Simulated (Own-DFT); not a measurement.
# Computed records: GaP (zincblende, atoms displaced), GaP (zincblende, strained, atoms displaced), SiC (2H silicon carbide, atoms displaced)

Computed with Own-DFT development build. A calculation, not a measurement: plane-wave PBE density functional theory by an unreviewed code, no spin, of a simulated periodic cell, stress positive in tension, free energy of the whole cell less one offset for each atom, forces on such cells passed a denser k mesh, this cell's mesh not checked; offsets are fitted by least squares, one for each functional and potential file, so energies compare only between cells with the same atoms and settings and are not formation energies; the far tail of each file's local potential was reset to the Coulomb form; each entry is a single point on an unrelaxed cell, so the pressure reflects the starting lattice, mostly measured values (interpolated for alloys), from which strain is counted, and rises with the displacements; printed positions are rounded, which can move forces by about a meV/angstrom; the program, named Own-DFT, is a retired in-house code; no spin-orbit coupling.

Common to all runs: functional PBE; potential files PseudoDojo norm-conserving, scalar-relativistic, standard set; wave cutoff 42 hartree; occupations Fermi-Dirac; smearing width 0.1 eV; hardware one NVIDIA H100.

(1) GaP (zincblende, atoms displaced)

```xyz
64
Lattice="10.9010 0.0000 0.0000 0.0000 10.9010 0.0000 0.0000 0.0000 10.9010" Properties=species:S:1:pos:R:3 GaP
Ga    10.8738     0.1112     0.0524
Ga    10.7539     2.6424     2.8902
Ga     2.8114    10.8865     2.6263
Ga     2.7284     2.6869     0.0873
P      1.3234     1.2174     1.3641
P      1.2978     4.1826     3.9432
P      4.2422     1.3694     4.0527
P      4.1943     4.1066     1.4183
Ga    10.8857    10.8432     5.4754
Ga    10.7295     2.5949     8.2521
Ga     2.4522    10.8250     8.3942
Ga     2.5969     2.6345     5.3640
P      1.4307     1.4057     6.7715
P      1.1200     4.1086     9.5777
P      4.2648     1.3625     9.6863
P      4.1103     4.0309     6.8644
Ga     0.1419     5.5492    10.8553
Ga    10.8742     8.3129     2.6793
Ga     2.6855     5.5076     2.6966
Ga     2.8539     8.2758     0.1147
P      1.1200     6.6442     1.4290
P      1.1761     9.4690     4.3427
P      3.9626     6.9470     4.1588
P      4.0996     9.3981     1.4232
Ga     0.0077     5.5833     5.4614
Ga     0.1505     8.1529     8.2483
Ga     2.7195     5.4612     8.1047
Ga     2.7215     8.3884     5.4388
P      1.4594     6.9182     6.7957
P      1.3911     9.5864     9.6434
P      4.1956     6.9585     9.5622
P      4.1017     9.3679     6.7884
Ga     5.4128    10.8114    10.8787
Ga     5.4813     2.5670     2.8167
Ga     8.1757    10.8481     2.7649
Ga     8.1208     2.6614    10.8756
P      6.6553     1.4809     1.3775
P      6.7751     4.1891     4.0934
P      9.3913     1.3975     4.0372
P      9.5017     4.1997     1.2586
Ga     5.3803     0.0999     5.4867
Ga     5.4006     2.6876     8.2949
Ga     8.0362    10.8016     8.2519
Ga     8.0970     2.8321     5.5127
P      6.7889     1.2661     6.7638
P      6.7936     3.7696     9.5904
P      9.6031     1.5053     9.5143
P      9.5386     4.0939     6.7547
Ga     5.5361     5.5435    10.8462
Ga     5.4551     8.0629     2.6247
Ga     8.1982     5.2819     2.8262
Ga     8.1334     8.0248    10.8805
P      6.9536     6.8635     1.3392
P      6.8407     9.6366     4.3300
P      9.6218     6.9085     4.1915
P      9.4927     9.6621     1.2600
Ga     5.4854     5.5861     5.5922
Ga     5.4534     8.1621     8.0990
Ga     8.0311     5.4475     8.1279
Ga     8.2386     8.0988     5.4640
P      6.7946     6.9846     6.5944
P      6.8804     9.5498     9.5300
P      9.4028     6.8634     9.5861
P      9.5023     9.5841     6.8514
```

It was run with k mesh 3 x 3 x 3 centred on Gamma.

The calculation gives: free energy of cell above offsets -24.496 eV; pressure 5.2 GPa; stress xx -5.24 GPa; stress yy -4.79 GPa; stress zz -5.58 GPa; stress yz 0.55 GPa; stress xz 1.13 GPa; stress xy -1.1 GPa; wall time 588.3 s.

Force:
| element | x (eV/Å) | y (eV/Å) | z (eV/Å) |
| --- | --- | --- | --- |
| Ga | -0.551 | -0.646 | -1.389 |
| Ga | 1.039 | 1.408 | -2.212 |
| Ga | -0.549 | -0.231 | 1.44 |
| Ga | -0.055 | 0.659 | -0.164 |
| P | 0.813 | 2.006 | 1.368 |
| P | -0.094 | -1.057 | 1.535 |
| P | -3.347 | -0.988 | 0.88 |
| P | -0.693 | 0.315 | -0.044 |
| Ga | -1.576 | 2.278 | 0.932 |
| Ga | 3.066 | 3.358 | -3.73 |
| Ga | 3.882 | 2.694 | -3.073 |
| Ga | 1.378 | 1.753 | -0.944 |
| P | -1.638 | -1.291 | 1.608 |
| P | 2.753 | -1.283 | -1.392 |
| P | -3.243 | -0.422 | -0.901 |
| P | -0.224 | 0.17 | -0.579 |
| Ga | -3.473 | -0.69 | -1.12 |
| Ga | -0.396 | -0.377 | 0.115 |
| Ga | 1.115 | -0.17 | -0.058 |
| Ga | -2.226 | -2.049 | -1.361 |
| P | 2.789 | 3.45 | 1.406 |
| P | 1.374 | 0.402 | -3.491 |
| P | 0.749 | -1.159 | -0.885 |
| P | 1.206 | 2.094 | 0.622 |
| Ga | 0.732 | -0.943 | 0.453 |
| Ga | -1.526 | 0.373 | -0.186 |
| Ga | -0.055 | -0.188 | 1.059 |
| Ga | -0.146 | -1.654 | 0.003 |
| P | -0.23 | -0.656 | 0.082 |
| P | -2.168 | -2.406 | 2.428 |
| P | -1.049 | -1.281 | -0.174 |
| P | -0.148 | 3.271 | 1.08 |
| Ga | 0.908 | -0.397 | 1.107 |
| Ga | 0.414 | 3.525 | -0.492 |
| Ga | -1.252 | 0.34 | -0.357 |
| Ga | 1.429 | -0.057 | 1.802 |
| P | 2.084 | -2.688 | -0.987 |
| P | -1.284 | -1.049 | 0.99 |
| P | 0.037 | -0.786 | 2.007 |
| P | 0.308 | -1.375 | 0.476 |
| Ga | -0.208 | -1.63 | 0.652 |
| Ga | 0.076 | -0.668 | -2.057 |
| Ga | 2.097 | 1.925 | -1.549 |
| Ga | -0.155 | -0.669 | -0.546 |
| P | 0.227 | 1.532 | 1.445 |
| P | -0.306 | 4.129 | -0.962 |
| P | -3.332 | -4.136 | 2.707 |
| P | 0.24 | 0.478 | 0.862 |
| Ga | 0.118 | -1.121 | 0.348 |
| Ga | 0.762 | 0.264 | 1.983 |
| Ga | 1.14 | 1.814 | -0.808 |
| Ga | 0.493 | 2.999 | -0.011 |
| P | -1.274 | -1.924 | 1.714 |
| P | -0.063 | -1.151 | -2.144 |
| P | -0.766 | -0.585 | -2.049 |
| P | -0.386 | -1.229 | 0.429 |
| Ga | -1.812 | -1.504 | -1.602 |
| Ga | 0.973 | 0.345 | 0.431 |
| Ga | 0.254 | -0.373 | 0.088 |
| Ga | 0.929 | 2.27 | -0.512 |
| P | 0.102 | -1.132 | 3.357 |
| P | -1.825 | -1.727 | 1.388 |
| P | 2.133 | -1.434 | -1.825 |
| P | 0.427 | -0.727 | 0.807 |

(2) GaP (zincblende, strained, atoms displaced)

```xyz
64
Lattice="10.8620 0.0000 0.0000 0.0000 10.8620 0.0000 0.0000 0.0000 10.9439" Properties=species:S:1:pos:R:3 GaP
Ga    10.8594     0.0151    10.9134
Ga     0.1379     2.5407     2.6008
Ga     2.6901    10.7944     2.8154
Ga     2.6046     2.7498     0.0686
P      1.4212     1.4331     1.3810
P      1.2849     4.0738     4.0174
P      4.1373     1.4315     4.2649
P      4.0299     4.0723     1.3518
Ga    10.8430    10.8138     5.6194
Ga     0.0907     2.5601     8.1430
Ga     2.5673     0.1096     8.2524
Ga     2.6717     2.7491     5.5565
P      1.1739     1.2548     6.7793
P      1.3776     4.0631     9.4610
P      4.1040     1.3971     9.4507
P      3.9480     4.1139     6.7528
Ga     0.1445     5.4564    10.8900
Ga     0.0307     8.1500     2.6835
Ga     2.5920     5.4031     2.6980
Ga     2.8608     8.1238     0.0278
P      1.4335     6.7216     1.2890
P      1.3625     9.5911     4.0271
P      4.0698     6.7240     4.2475
P      4.1649     9.4743     1.3227
Ga    10.7754     5.4965     5.3165
Ga     0.0309     8.2378     8.2559
Ga     2.7813     5.3424     8.2385
Ga     2.6426     8.2452     5.3749
P      1.3826     6.7119     6.6384
P      1.3676     9.4858     9.4970
P      4.0224     6.7642     9.5729
P      4.1100     9.4512     7.0402
Ga     5.5424     0.1574    10.9299
Ga     5.5125     2.7182     2.8345
Ga     8.2570     0.0079     2.7307
Ga     8.2242     2.7868     0.0899
P      6.7417     1.3391     1.3336
P      6.7499     4.0438     4.0644
P      9.6036     1.3232     4.1176
P      9.3463     4.0605     1.2524
Ga     5.5176     0.0472     5.4703
Ga     5.4696     2.5223     8.2766
Ga     7.9875     0.0331     8.1944
Ga     8.1449     2.9850     5.6079
P      6.5801     1.2954     6.8523
P      6.8271     4.1336     9.7209
P      9.6086     1.2941     9.5687
P      9.4698     4.1414     6.8767
Ga     5.4193     5.4417    10.9386
Ga     5.2662     8.2247     2.7302
Ga     8.0483     5.3758     2.7128
Ga     8.0916     8.2044     0.0388
P      6.7537     6.6846     1.2634
P      6.8705     9.3623     4.1437
P      9.4628     6.7126     4.1983
P      9.4018     9.5017     1.3212
Ga     5.4664     5.3518     5.4345
Ga     5.4094     8.0348     8.2131
Ga     8.2341     5.4371     8.1306
Ga     8.0988     8.2086     5.5545
P      6.8091     6.7034     6.8978
P      6.8453     9.4340     9.5720
P      9.5951     6.7483     9.7339
P      9.5576     9.5624     6.8094
```

Settings of this run: k mesh 3 x 3 x 3 centred on Gamma.

It finds free energy of cell above offsets -27.074 eV; pressure 5.07 GPa; stress xx -5.22 GPa; stress yy -5.21 GPa; stress zz -4.8 GPa; stress yz -0.67 GPa; stress xz -0.98 GPa; stress xy -0.69 GPa; wall time 575.4 s.

Force:
| element | x (eV/Å) | y (eV/Å) | z (eV/Å) |
| --- | --- | --- | --- |
| Ga | 0.652 | -0.876 | 0.625 |
| Ga | -2.918 | 2.573 | 2.049 |
| Ga | 1.987 | 1.679 | -1.24 |
| Ga | 1.61 | 0.529 | -1.566 |
| P | 0.951 | -3.415 | -1.355 |
| P | -0.191 | -0.877 | 0.508 |
| P | -0.869 | -0.671 | -1.195 |
| P | 0.518 | -0.099 | 0.645 |
| Ga | -0.595 | -0.483 | -3.365 |
| Ga | -1.536 | 1.729 | 0.976 |
| Ga | 1.255 | -0.741 | -0.508 |
| Ga | -1.071 | -0.453 | -1.021 |
| P | 3.345 | 1.476 | 0.237 |
| P | -0.455 | -0.796 | 0.636 |
| P | -2.245 | -1.019 | 2.749 |
| P | 2.071 | -0.634 | 1.181 |
| Ga | -0.911 | -1.3 | 0.179 |
| Ga | -0.643 | -0.493 | 0 |
| Ga | 1.609 | -0.033 | 0.82 |
| Ga | -1.186 | 0.319 | -0.517 |
| P | -0.314 | 1.472 | 0.571 |
| P | -1.538 | -1.012 | 1.152 |
| P | -0.589 | 0.833 | -1.804 |
| P | -0.959 | 2.103 | -0.405 |
| Ga | 1.617 | -1.863 | 1.641 |
| Ga | -0.673 | -1.987 | -1.129 |
| Ga | -0.566 | 1.232 | -0.917 |
| Ga | 1.116 | -0.521 | 1.18 |
| P | -0.332 | 0.721 | 1.711 |
| P | 0.804 | 0.452 | 2.107 |
| P | 0.681 | -0.468 | -0.079 |
| P | -1.126 | 1.209 | -2.022 |
| Ga | -1.426 | -1.864 | -1.509 |
| Ga | -1.625 | -0.818 | -1.481 |
| Ga | -1.042 | 0.053 | 0.641 |
| Ga | -1.911 | -2.696 | -2.505 |
| P | 1.77 | 1.168 | 1.724 |
| P | 0.994 | 0.572 | 0.865 |
| P | -0.578 | 0.81 | 0.378 |
| P | 3.939 | 1.893 | 2.794 |
| Ga | -1.281 | -2.598 | -0.723 |
| Ga | 0.427 | 3.7 | -0.445 |
| Ga | 1.384 | -0.117 | -0.022 |
| Ga | -0.92 | -2.615 | -1.269 |
| P | 3.318 | 1.47 | -0.053 |
| P | 0.018 | -1.102 | -2.115 |
| P | -1.836 | 0.995 | -0.366 |
| P | 2.598 | -0.515 | 0.099 |
| Ga | -1.061 | -0.525 | -0.248 |
| Ga | 1.671 | -2.195 | 1.28 |
| Ga | 0.712 | 0.639 | -0.127 |
| Ga | 0.319 | -1.585 | -0.226 |
| P | 0.045 | 1.796 | 1.562 |
| P | -1.273 | 1.907 | -1.329 |
| P | -1.764 | 2.177 | -2.483 |
| P | 1.733 | 0.131 | 0.425 |
| Ga | -0.271 | 0.397 | 0.694 |
| Ga | 0.501 | 0.041 | 0.514 |
| Ga | -0.61 | 0.587 | 2.531 |
| Ga | 0.985 | -1.32 | 0.6 |
| P | -0.307 | 0.469 | -0.682 |
| P | -1.183 | 0.515 | -0.26 |
| P | -0.965 | 1.272 | -1.748 |
| P | -1.862 | -1.23 | 1.638 |

(3) SiC (2H silicon carbide, atoms displaced)

```xyz
32
Lattice="6.1654 0.0000 0.0000 -3.0827 5.3394 0.0000 0.0000 0.0000 10.0681" Properties=species:S:1:pos:R:3 SiC
Si     3.0612     5.2861     0.0005
Si     0.0078     1.8408     2.4800
C      0.0184     0.0015     1.9006
C      0.0005     1.7571     4.3971
Si     6.1301     0.0385     5.0420
Si     0.0565     1.8088     7.5723
C     -0.0098     0.0181     6.9360
C     -0.0195     1.8229     9.4278
Si     4.6135     2.6650    10.0600
Si    -1.5366     4.3784     2.4624
C     -1.5647     2.7131     1.9114
C     -1.5232     4.4391     4.3900
Si     4.5962     2.6397     5.0979
Si    -1.5304     4.4923     7.5595
C     -1.4934     2.5987     6.9456
C     -1.4886     4.4590     9.4593
Si     0.0279     5.3214     0.0225
Si     3.1338     1.7757     2.4744
C      0.0005     5.3386     1.8946
C      3.0643     1.8495     4.3821
Si     3.1299     0.0381     5.0627
Si     3.0747     1.7893     7.5407
C      3.1161     0.0215     6.8650
C      3.1143     1.7899     9.4137
Si     1.5026     2.6102     0.0049
Si     1.5516     4.4705     2.4859
C      1.5439     2.6778     1.8537
C      1.5264     4.4052     4.4366
Si     1.5464     2.7220     5.0731
Si     1.5429     4.4541     7.5185
C      1.5219     2.7516     6.9151
C      1.5522     4.4541     9.4186
```

Here we set k mesh 5 x 5 x 3 centred on Gamma.

Results for SiC (2H silicon carbide, atoms displaced): free energy of cell above offsets -4.322 eV; pressure 3.97 GPa; stress xx -2.56 GPa; stress yy -3.23 GPa; stress zz -6.13 GPa; stress yz -0.43 GPa; stress xz -0.19 GPa; stress xy -0.8 GPa; wall time 155 s.

Force:
| element | x (eV/Å) | y (eV/Å) | z (eV/Å) |
| --- | --- | --- | --- |
| Si | 0.762 | 1.176 | -0.127 |
| Si | 0.155 | -1.323 | 1.075 |
| C | -0.278 | 0.372 | -0.553 |
| C | -0.181 | 1.168 | 0.139 |
| Si | 1.361 | -1.307 | -0.734 |
| Si | -0.937 | -0.585 | -0.398 |
| C | 0.748 | 0.124 | 0.125 |
| C | 0.171 | -1.535 | 0.599 |
| Si | 0.223 | 0.529 | -0.141 |
| Si | -0.138 | 3.031 | 2.258 |
| C | 0.832 | -2.135 | -1.835 |
| C | -0.184 | 0.22 | 0.677 |
| Si | 0.997 | 1.109 | -1.642 |
| Si | 0.229 | -1.087 | -0.671 |
| C | -0.93 | 1.681 | 0.433 |
| C | -0.956 | -0.012 | -0.247 |
| Si | 0.215 | 0.642 | -0.661 |
| Si | -1.715 | 0.171 | 1.148 |
| C | 0.256 | -0.118 | -0.202 |
| C | 0.304 | -1.163 | 0.495 |
| Si | -1.565 | -0.4 | -2.302 |
| Si | 0.551 | 0.126 | -0.149 |
| C | -0.831 | 0.119 | 1.982 |
| C | -1.092 | -0.566 | 0.698 |
| Si | 1.16 | 1.289 | -0.679 |
| Si | 0.119 | -0.517 | 0.924 |
| C | 0.435 | 0.068 | 0.528 |
| C | 0.31 | 1.934 | -0.997 |
| Si | -0.643 | -1.66 | -1.292 |
| Si | 0.087 | 1.299 | 0.929 |
| C | 0.921 | -1.737 | 0.489 |
| C | -0.385 | -0.913 | 0.131 |
